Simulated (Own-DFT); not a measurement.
# How strain changes the stress of hcp Hf, 36 atoms (Hf36)

These are calculations, not measurements. The program, named Own-DFT, is a retired in-house plane-wave density functional code that no person has reviewed. Each row is one single-point run on a periodic cell that was not relaxed, without spin or spin-orbit coupling.

Settings of every run: PBE; PseudoDojo norm-conserving scalar-relativistic files; cutoff 42 hartree; 4 x 4 x 4 k mesh centred on Gamma; cold (Marzari-Vanderbilt) smearing of 0.2 eV.

Known limits: hafnium file: forces about 75 meV/angstrom off all-electron values; forces on such cells passed a denser k mesh, each cell not checked; stress not checked against mesh or cutoff.

Unstrained cell vectors in Å: (9.589, 0.000, 0.000); (-4.795, 8.305, 0.000); (0.000, 0.000, 10.102). The unstrained cell has measured lattice constants (interpolated for alloys), not those of this functional. That, the random moves and any unrelaxed bonds set the pressure at no strain. Each run strains this cell uniformly, with the atoms carried along. Every atom was also moved at random, by a Gaussian of width 0.05 Å on each axis. Strain is the symmetric tensor, in per cent. Stress is positive in tension, and the pressure is minus a third of its trace.

```
run,e_xx (%),e_yy (%),e_zz (%),e_yz (%),e_xz (%),e_xy (%),s_xx (GPa),s_yy (GPa),s_zz (GPa),s_yz (GPa),s_xz (GPa),s_xy (GPa),P (GPa),E (meV/atom)
1,1.58,1.83,-0.65,-1.90,0.26,-1.22,2.56,2.27,-0.70,-1.96,0.14,-1.60,-1.38,12.0
2,0.42,0.43,-1.18,0.28,1.67,0.37,-0.56,-1.56,-3.53,0.26,1.64,0.35,1.89,7.8
3,1.26,1.71,0.70,-0.46,0.57,-0.18,2.63,2.94,1.74,-0.45,0.56,-0.06,-2.44,5.3
4,0.49,-1.02,-1.43,0.22,-0.36,-0.50,-2.20,-4.00,-5.07,0.26,-0.37,-0.62,3.76,10.2
5,-0.34,-1.89,-0.80,1.14,-0.79,-1.74,-3.91,-6.41,-5.07,1.18,-0.81,-2.52,5.13,26.7
6,-0.95,1.00,0.99,-1.78,1.96,-0.76,-1.88,0.70,0.18,-1.62,1.91,-0.86,0.34,12.8
7,-1.06,-0.18,0.02,-1.66,0.52,-0.71,-3.63,-2.22,-2.45,-1.70,0.61,-0.54,2.77,6.9
8,0.16,-0.63,1.06,-1.04,0.49,-1.79,-0.53,-1.76,0.40,-1.02,0.44,-1.95,0.63,0.0
9,-0.92,-0.14,-1.30,-0.82,0.83,-0.03,-4.23,-3.27,-5.39,-0.86,0.80,-0.12,4.30,17.8
10,-0.33,-1.20,-1.21,-0.25,0.37,-1.98,-3.99,-5.07,-5.51,-0.16,0.45,-2.68,4.86,27.7
11,1.21,-1.78,-1.21,0.49,0.46,0.88,-1.35,-4.93,-4.65,0.60,0.36,0.97,3.65,19.2
12,0.55,0.03,-0.07,1.00,-1.24,-1.94,-0.35,-0.92,-1.46,0.85,-1.18,-2.50,0.91,6.1
13,0.87,-1.29,-0.06,1.46,1.51,0.28,-0.46,-3.34,-2.33,1.40,1.41,0.04,2.04,15.4
14,-0.04,-1.99,1.53,0.74,1.22,1.25,-1.53,-4.45,-0.09,0.57,1.00,1.82,2.02,14.7
15,-1.12,-0.82,-0.31,-1.37,0.75,1.69,-3.96,-4.42,-3.77,-1.48,0.79,2.32,4.05,16.4
16,0.41,1.75,-1.18,0.81,1.86,-1.92,?,?,?,?,?,?,?,?
```

E is the free energy for each atom above the lowest run shown.

## Worked fit

Each stress component was fitted by least squares to a constant and the strains of the runs shown, as fractions, with shears doubled. Shear strains stay in the fit of a normal stress only where such slopes are resolved. The slopes, in GPa:

| stress | at no strain | per e_xx | per e_yy | per e_zz | scatter |
|---|---|---|---|---|---|
| s_xx | -1.3 | 193 ± 8 | 69 ± 6 | 75 ± 7 | 0.25 |
| s_yy | -1.5 | 64 ± 9 | 192 ± 6 | 76 ± 8 | 0.27 |
| s_zz | -1.8 | 73 ± 4 | 71 ± 3 | 210 ± 4 | 0.14 |

Each shear stress against twice its own strain: yz 49 ± 2, xz 48 ± 1, xy 66 ± 2 GPa. These are stiffnesses along x, y and z of the frame in which the cell vectors are given, which need not be the crystal's axes. The atoms are held to the strained lattice; where symmetry lets them move under strain, relaxing them would lower some slopes. The table should be nearly symmetric about its diagonal, and what it lacks of that shows the noise. A ninth of its sum, 114 ± 2 GPa, estimates the bulk modulus near the mean pressure of these runs, 2.2 GPa, so it lies above the value at zero pressure.

## Withheld run

Question: what normal stresses and pressure should run 16 give?

The fit gives s_xx = -0.2, s_yy = 1.2, s_zz = -2.7 and P = 0.6 GPa. The calculation gave -0.58, 1.03, -2.59 and P = 0.71 GPa.
